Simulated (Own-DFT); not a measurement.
GaN (wurtzite, strained, atoms displaced), GaP (zincblende, strained, atoms displaced) (calculated)

All values are calculated (Own-DFT development build). A calculation, not a measurement: plane-wave PBE density functional theory by an unreviewed code, no spin, of a simulated periodic cell, stress positive in tension, free energy of the whole cell less one offset for each atom, forces on such cells passed a denser k mesh, this cell's mesh not checked; offsets are fitted by least squares, one for each functional and potential file, so energies compare only between cells with the same atoms and settings and are not formation energies; the far tail of each file's local potential was reset to the Coulomb form; each entry is a single point on an unrelaxed cell, so the pressure reflects the starting lattice, mostly measured values (interpolated for alloys), from which strain is counted, and rises with the displacements; printed positions are rounded, which can move forces by about a meV/angstrom; the program, named Own-DFT, is a retired in-house code; no spin-orbit coupling.

Common to all runs: functional PBE.

(1) 
```xyz
96
Lattice="12.7560 0.0000 0.0000 -4.7835 8.2853 0.0000 0.0000 0.0000 10.3182" Properties=species:S:1:pos:R:3:force_x:R:1:force_y:R:1:force_z:R:1 formula=GaN potential_files=PseudoDojo_norm-conserving,scalar-relativistic,standard_set_with_the_stringent_files_for_Ga wave_cutoff=96 occupations=Gaussian smearing_width=0.01 k_mesh=3_x_4_x_3_centred_on_Gamma free_energy_of_cell_above_offsets=-3.569 pressure=8.26 stress_xx=-8.12 stress_yy=-6.91 stress_zz=-9.74 stress_yz=0.95 stress_xz=-0.37 stress_xy=0.82
Ga     0.0791     1.8455    10.2727     -3.156      1.258      0.871
Ga     1.5882     0.9241     2.5742     -0.442     -0.198      0.811
N      0.0215     1.8429     1.9460      0.288      0.672     -0.502
N      1.5320     0.9434     4.5264      1.127     -0.535     -0.473
Ga     0.0117     1.8712     5.1611     -0.602      -0.63     -1.463
Ga     1.6173     0.9796     7.7112     -1.177     -0.746      -0.11
N      0.0208     1.8777     6.9472     -0.591     -0.415      4.257
N      1.5015     0.9345     9.7057      2.674      -0.38     -1.041
Ga    -1.5814     4.5742    10.2858     -0.113      0.322     -0.128
Ga     0.0505     3.6795     2.6034     -1.142      0.348      0.164
N     -1.6183     4.6870     1.8761      0.253      -1.39      1.074
N     -0.0177     3.6712     4.6177      -0.66      0.774     -1.832
Ga    -1.6698     4.6090     5.1683      0.563     -0.269     -0.075
Ga    -0.0482     3.7107     7.7270      1.843      -1.52      0.299
N     -1.5194     4.5270     7.0924     -2.666      1.571     -0.265
N      0.0050     3.6984     9.6747      0.564     -0.311     -0.027
Ga    -3.1602     7.4505     0.0663     -0.158     -1.786     -0.973
Ga    -1.5855     6.4454     2.6064     -0.182      0.562     -1.166
N     -3.2460     7.3897     2.0020        0.7     -0.533     -0.248
N     -1.5908     6.4778     4.4889     -1.179     -1.339      0.658
Ga    -3.1572     7.3692     5.1462     -0.757      0.417      1.207
Ga    -1.5178     6.4239     7.6666     -1.314     -0.253      1.111
N     -3.1482     7.3886     7.2224     -0.261     -0.282     -1.735
N     -1.6128     6.3822     9.6477      0.328      1.185      0.333
Ga     3.1331     1.8063     0.0145      1.187       0.57     -0.697
Ga     4.7677     0.9818     2.5451       0.19     -1.354      0.411
N      3.1321     1.8372     1.9981      0.983      0.731     -0.978
N      4.7850     0.8459     4.5294     -0.112      0.578     -0.533
Ga     3.2160     1.8048     5.0705     -0.649       0.88      0.706
Ga     4.6903     0.8817     7.6679      0.927      1.535      0.105
N      3.0936     1.9282     7.0703      1.522     -0.637     -0.328
N      4.9308     0.8844     9.5925     -2.521     -0.244      1.148
Ga     1.6690     4.6560    10.3054     -1.319     -2.284      1.254
Ga     3.1842     3.7430     2.5394     -0.143     -0.541      0.736
N      1.5803     4.5774     1.9786      0.406      0.908     -0.744
N      3.1426     3.7626     4.5188      1.688     -1.287     -0.602
Ga     1.5747     4.5356     5.1684     -0.072      1.614      -0.18
Ga     3.0548     3.7595     7.7052      3.487     -1.648      0.918
N      1.6178     4.5480     7.0913     -3.102      2.336     -0.431
N      3.1517     3.7138     9.6349      0.838     -0.999      0.899
Ga     0.0023     7.3198     0.0108     -0.585      0.393      0.375
Ga     1.7011     6.4808     2.6315      -3.28     -1.466      -0.71
N      0.0074     7.3704     2.0129      0.165      0.242     -0.854
N      1.6156     6.4585     4.4611     -0.107       -0.7       2.41
Ga    -0.0692     7.2375     5.1357      2.599      1.533      0.231
Ga     1.6009     6.4148     7.7705      0.145      0.108     -0.247
N      0.0369     7.3716     7.0943     -0.066     -0.997     -0.474
N      1.5958     6.3765     9.8028     -0.365      1.883     -2.067
Ga     6.3478     1.8796     0.0767       0.85     -0.092      -3.45
Ga     7.9296     0.9779     2.6170       1.32      -0.94     -0.063
N      6.4094     1.8010     1.8567     -1.044      0.956      3.394
N      7.9091     0.8653     4.6389      1.451      1.481     -2.274
Ga     6.3764     1.8312     5.0615     -0.863     -0.112      2.139
Ga     7.9817     0.9046     7.7371     -1.181     -0.163      0.285
N      6.3611     1.7989     7.0899     -0.401      0.408     -0.519
N      7.9640     0.9209     9.7329     -0.056      0.677      -0.55
Ga     4.7768     4.5786     0.0670      0.376      0.799     -3.662
Ga     6.2814     3.7265     2.5738       1.31     -0.964     -0.077
N      4.8005     4.6092     1.8615     -1.143      0.386      2.608
N      6.4397     3.6555     4.4897     -1.692      0.102     -0.284
Ga     4.8064     4.6245     5.1780     -0.437     -0.602      0.405
Ga     6.2831     3.6514     7.7519       0.55     -0.117     -0.218
N      4.7121     4.6347     7.1414      0.471     -0.095     -0.438
N      6.3919     3.6745     9.6700     -0.062      0.636      0.813
Ga     3.1060     7.3971    10.2743       1.51       0.03      0.933
Ga     4.7195     6.4848     2.5589       1.93     -0.297       0.47
N      3.1468     7.3010     2.0119      1.718      2.483     -1.591
N      4.9458     6.4230     4.5681     -2.422      0.007     -1.334
Ga     3.2508     7.3945     5.1078     -0.441     -2.274      1.164
Ga     4.7921     6.5019     7.7438     -0.033      -0.57      0.338
N      3.1762     7.3172     7.1001      -0.02       0.52     -0.027
N      4.7794     6.5396     9.7208     -0.144      -1.13      0.067
Ga     9.5838     1.8967    10.2849     -0.816     -1.342      0.932
Ga    11.2669     0.9920     2.6378     -1.574     -1.169      -0.33
N      9.6106     1.8104     1.9486     -0.369      0.493      0.386
N     11.1590     0.8702     4.5743      0.022      2.001     -0.866
Ga     9.5633     1.8178     5.1741      -0.25      0.852      -1.12
Ga    11.1229     0.9362     7.6982      0.617      0.443      -0.15
N      9.4988     1.8276     7.0336      0.786      0.426      1.576
N     11.0632     0.9041     9.6671      1.823      1.531     -0.558
Ga     8.0309     4.6299     0.1210     -0.817       0.55     -4.239
Ga     9.5613     3.7184     2.5607     -0.191     -0.245      0.437
N      7.8671     4.5495     1.8778      1.078      0.743      3.265
N      9.5186     3.7496     4.5504     -0.376     -0.906     -0.577
Ga     7.8423     4.6845     5.1981      1.795     -1.161      0.075
Ga     9.5121     3.6546     7.8032     -0.142      0.646      -2.59
N      7.9213     4.6334     7.0888     -0.043     -0.308      1.027
N      9.5650     3.6489     9.6257     -0.063      1.079      1.828
Ga     6.4027     7.4519    10.2985     -0.175     -1.499      0.921
Ga     7.8794     6.4977     2.5884      3.347     -2.457      1.326
N      6.4613     7.3155     2.0378     -3.969      2.628      -1.94
N      7.9843     6.4350     4.6026      0.488       0.85     -1.382
Ga     6.4217     7.3976     5.0935      0.516     -0.466       1.35
Ga     7.8658     6.4879     7.7464      1.753     -0.416     -0.267
N      6.3721     7.4108     7.0597     -0.505      0.027      0.036
N      8.0071     6.5617     9.6329      -0.24     -1.102       1.64
```

Units: wave_cutoff in hartree; smearing_width, free_energy_of_cell_above_offsets in eV; pressure, stress_xx, stress_yy, stress_zz, stress_yz, stress_xz, stress_xy in GPa; force_x, force_y, force_z in eV/Å.

(2) 
```xyz
64
Lattice="10.8620 0.0000 0.0000 0.0000 10.8620 0.0000 0.0000 0.0000 10.9361" Properties=species:S:1:pos:R:3:force_x:R:1:force_y:R:1:force_z:R:1 formula=GaP potential_files=PseudoDojo_norm-conserving,scalar-relativistic,standard_set wave_cutoff=42 occupations=Fermi-Dirac smearing_width=0.1 hardware=one_NVIDIA_H100 k_mesh=3_x_3_x_3_centred_on_Gamma free_energy_of_cell_above_offsets=-33.173 pressure=3.63 stress_xx=-3.78 stress_yy=-3.83 stress_zz=-3.28 stress_yz=0.09 stress_xz=-0.36 stress_xy=0.33 wall_time=513.8
Ga     0.0367     0.0420     0.0756       0.03     -0.267     -0.281
Ga     0.0199     2.6870     2.7025     -0.721      0.853      0.567
Ga     2.6902     0.0462     2.7590     -0.071     -0.378     -0.035
Ga     2.7730     2.7456    10.9350      0.045     -0.945     -0.212
P      1.3743     1.4388     1.4111       0.47     -0.648     -0.695
P      1.2674     4.1388     4.0700      1.557      -1.19     -0.345
P      4.0030     1.4018     4.1480      0.915     -0.973     -0.897
P      4.0465     4.0686     1.3176      0.544      0.831      0.919
Ga    10.7971    10.8278     5.3824      0.258      0.605      1.819
Ga    10.8240     2.7276     8.2017      0.825     -0.494      0.537
Ga     2.7170    10.8406     8.2434     -0.554     -0.296     -0.062
Ga     2.7989     2.7128     5.4530     -2.288      0.191      0.344
P      1.4084     1.3319     6.8966     -0.745       0.26     -1.077
P      1.4607     4.0356     9.6227     -1.574      0.854     -0.515
P      4.0822     1.3566     9.4786      0.214       0.08      1.083
P      4.0191     3.9853     6.8027      1.517      1.434        0.4
Ga     0.0006     5.4881     0.1063      0.308     -0.538      -1.84
Ga     0.0189     8.1692     2.7434      -0.27     -0.241     -0.163
Ga     2.6787     5.5228     2.7366     -0.168     -0.985      -0.47
Ga     2.7480     8.1529     0.0295     -0.175     -0.042     -0.903
P      1.3384     6.8002     1.3096      0.624      0.897      1.077
P      1.2872     9.5336     4.1429      1.097      -0.61      -0.66
P      4.0908     6.7042     4.1081     -0.792      1.189      -0.02
P      4.0709     9.5045     1.3885     -0.004      0.328      0.198
Ga    10.8214     5.4138     5.3323      0.627     -0.316      2.461
Ga    10.7146     8.1533     8.2592      2.195     -0.391     -0.339
Ga     2.7109     5.4078     8.1599      0.328     -0.432      0.386
Ga     2.6934     8.1432     5.4903      0.273      0.054      -0.23
P      1.4467     6.7478     6.8209     -1.936      0.286     -0.006
P      1.2851     9.4821     9.5854      0.721      0.095      0.328
P      4.1067     6.7511     9.5093     -0.175       0.21      0.604
P      4.0290     9.5194     6.8428      0.534     -0.259     -0.079
Ga     5.4255    10.8596    10.8874     -0.022      0.121       0.17
Ga     5.3483     2.7413     2.7941      0.427     -0.118     -0.717
Ga     8.1560     0.0336     2.7220     -0.172      0.165      0.203
Ga     8.1532     2.7761     0.0728      0.448     -0.444     -0.691
P      6.7721     1.3747     1.3469     -0.334      0.166      0.478
P      6.8332     4.0639     4.0678     -0.439      0.356     -0.306
P      9.4934     1.4002     4.1618     -0.118     -0.092      -0.99
P      9.5257     4.1967     1.3725      0.017     -1.624      0.194
Ga     5.3907    10.8405     5.4228     -0.309      0.074       0.45
Ga     5.4740     2.7693     8.2353      0.103      0.057     -0.226
Ga     8.0836    10.8006     8.1217      0.347       0.24      0.728
Ga     8.0782     2.7192     5.4281      0.246     -0.232          1
P      6.7141     1.3161     6.8102      0.363      0.469      0.077
P      6.8672     4.1642     9.6021     -0.564     -0.638      -0.12
P      9.5407     1.2791     9.5797     -0.886       0.75     -0.022
P      9.5044     4.0285     6.8452     -0.187      0.533     -0.674
Ga     5.4974     5.4928     0.0475     -1.366     -1.184     -1.237
Ga     5.3654     8.0908     2.7775      0.801      0.549     -0.237
Ga     8.2180     5.4436     2.7305     -1.074      0.059     -0.137
Ga     8.1255     8.1231    10.9200      0.455     -0.107      0.827
P      6.7415     6.7338     1.3273      1.294      1.384      1.649
P      6.8106     9.5485     4.1401     -0.036     -0.849     -0.652
P      9.5294     6.6942     4.1133     -0.461       1.74     -0.943
P      9.4991     9.5345     1.3925     -0.079     -0.463     -0.101
Ga     5.4642     5.4588     5.3759      0.275     -0.904      1.403
Ga     5.4461     8.1742     8.2284     -0.128     -0.064     -0.362
Ga     8.1685     5.4296     8.1690      0.261       0.33     -0.016
Ga     8.1649     8.0397     5.4188      0.274      1.085      0.392
P      6.8193     6.8298     6.8183     -0.602     -0.583      0.141
P      6.8217     9.4406     9.6342     -0.509      0.837     -0.837
P      9.5198     6.8334     9.5828     -0.539     -1.299      0.488
P      9.5518     9.4536     6.9071     -1.096      0.521     -1.825
```

Units: wave_cutoff in hartree; smearing_width, free_energy_of_cell_above_offsets in eV; pressure, stress_xx, stress_yy, stress_zz, stress_yz, stress_xz, stress_xy in GPa; wall_time in s; force_x, force_y, force_z in eV/Å.

(3) 
```xyz
64
Lattice="10.8620 0.0000 0.0000 0.0000 10.8620 0.0000 0.0000 0.0000 10.9439" Properties=species:S:1:pos:R:3:force_x:R:1:force_y:R:1:force_z:R:1 formula=GaP potential_files=PseudoDojo_norm-conserving,scalar-relativistic,standard_set wave_cutoff=42 occupations=Fermi-Dirac smearing_width=0.1 hardware=one_NVIDIA_H100 k_mesh=3_x_3_x_3_centred_on_Gamma free_energy_of_cell_above_offsets=-34.859 pressure=3.19 stress_xx=-3.35 stress_yy=-3.35 stress_zz=-2.87 stress_yz=0.11 stress_xz=0.3 stress_xy=0.36 wall_time=517.4
Ga    10.8541    10.8024    10.8844      0.072      0.524      0.884
Ga    10.8254     2.6807     2.7464       0.68      0.464      -0.66
Ga     2.7157    10.8484     2.7380     -0.291     -0.117     -0.149
Ga     2.6875     2.7294    10.9247      0.331      0.246     -0.247
P      1.4170     1.3568     1.3315     -1.033     -0.253      0.229
P      1.3786     4.0686     4.0796     -0.492     -0.188       0.08
P      4.0727     1.3170     4.0522     -0.188      0.773      0.167
P      4.1073     4.0574     1.3742     -0.322      0.102     -0.459
Ga     0.0056     0.0430     5.4677      0.017      0.112      0.504
Ga     0.0444     2.7016     8.1790     -0.263     -0.035      0.299
Ga     2.6759    10.8459     8.1874      0.375      0.107      0.641
Ga     2.6943     2.6736     5.4467      0.707      0.624      -0.37
P      1.4371     1.4113     6.8472     -0.926     -0.724     -0.012
P      1.2901     4.1065     9.5522      0.746     -0.149      0.128
P      4.0952     1.3365     9.6000     -0.194     -0.153     -0.086
P      4.0596     4.1082     6.8040     -0.339     -0.668      0.557
Ga    10.8211     5.4181    10.9381      0.509      0.414      0.316
Ga    10.8118     8.1149     2.7364      1.005      0.233       0.31
Ga     2.7522     5.3952     2.7325     -0.252      0.251     -0.281
Ga     2.6783     8.1589    10.9065      0.626     -0.193       0.79
P      1.3868     6.8166     1.3808     -0.407     -0.514     -0.061
P      1.3313     9.5558     4.1478      0.105     -0.628     -0.608
P      4.0101     6.7733     4.1191       0.64      0.388     -0.266
P      4.0672     9.5202     1.3742     -0.058     -0.512     -0.088
Ga    10.8255     5.4124     5.4475      0.465     -0.213      0.514
Ga    10.8405     8.1384     8.2086       0.41     -0.199      0.091
Ga     2.7062     5.4923     8.1978     -0.013     -0.836      0.086
Ga     2.7002     8.1488     5.4777     -0.393     -0.082     -0.047
P      1.3722     6.7619     6.8652     -0.696      0.457     -0.617
P      1.3582     9.4708     9.6226     -0.288      0.263     -1.161
P      4.0049     6.7812     9.5775      0.987      0.223      0.001
P      4.0114     9.5145     6.8191      0.623      -0.09       0.15
Ga     5.4899    10.8124     0.0566     -0.369      0.459     -0.289
Ga     5.4278     2.7377     2.7417      -0.13     -0.328      0.024
Ga     8.1618    10.8066     2.7408     -0.114      0.716     -0.066
Ga     8.1381     2.7080     0.0263     -0.061      0.115     -0.219
P      6.7677     1.3859     1.4024      0.533      -0.51     -0.077
P      6.7935     4.0358     4.0674      0.202      0.581      0.302
P      9.5166     1.3807     4.0958     -0.522     -0.513      0.263
P      9.4753     4.1207     1.3671      0.615     -0.986     -0.117
Ga     5.3556     0.0549     5.4638      0.691     -0.616       0.13
Ga     5.4085     2.6999     8.1993     -0.192      0.607      0.304
Ga     8.1889     0.0683     8.1915     -0.732      -0.61     -0.144
Ga     8.1304     2.6981     5.4717      0.037      0.229      0.013
P      6.7478     1.4070     6.8430      0.306     -0.658     -0.237
P      6.7906     4.1172     9.5846      0.483     -1.013     -0.779
P      9.5122     1.3376     9.5653      0.211      0.533      0.285
P      9.4925     4.0289     6.8893      0.021      0.243      -0.62
Ga     5.4471     5.3634    10.8677     -0.582      0.961      0.859
Ga     5.4440     8.1644     2.7455     -0.366     -0.649     -0.295
Ga     8.1889     5.4180     2.6949      -0.55      0.698      0.826
Ga     8.1654     8.1808    10.9185       -0.2     -0.368      0.198
P      6.7942     6.7624     1.3484     -0.146      0.258     -0.125
P      6.7925     9.4915     4.0625     -0.153      0.308      0.982
P      9.5375     6.8470     4.1654     -0.494     -0.884     -0.655
P      9.5314     9.4826     1.4191     -0.233      0.238     -0.875
Ga     5.3639     5.3775     5.4283      0.888      0.568     -0.008
Ga     5.4397     8.1680     8.1874     -0.338     -0.489     -0.228
Ga     8.1965     5.4532     8.2341     -0.564     -0.257     -0.395
Ga     8.1602     8.1462     5.4690     -0.202      0.509      0.092
P      6.8497     6.7882     6.8064     -0.811     -0.353      0.169
P      6.7583     9.4952     9.5547      0.695      0.416     -0.019
P      9.5093     6.7576     9.5644      0.094      0.726      0.365
P      9.5241     9.5007     6.8598     -0.161      0.445     -0.302
```

Units: wave_cutoff in hartree; smearing_width, free_energy_of_cell_above_offsets in eV; pressure, stress_xx, stress_yy, stress_zz, stress_yz, stress_xz, stress_xy in GPa; wall_time in s; force_x, force_y, force_z in eV/Å.
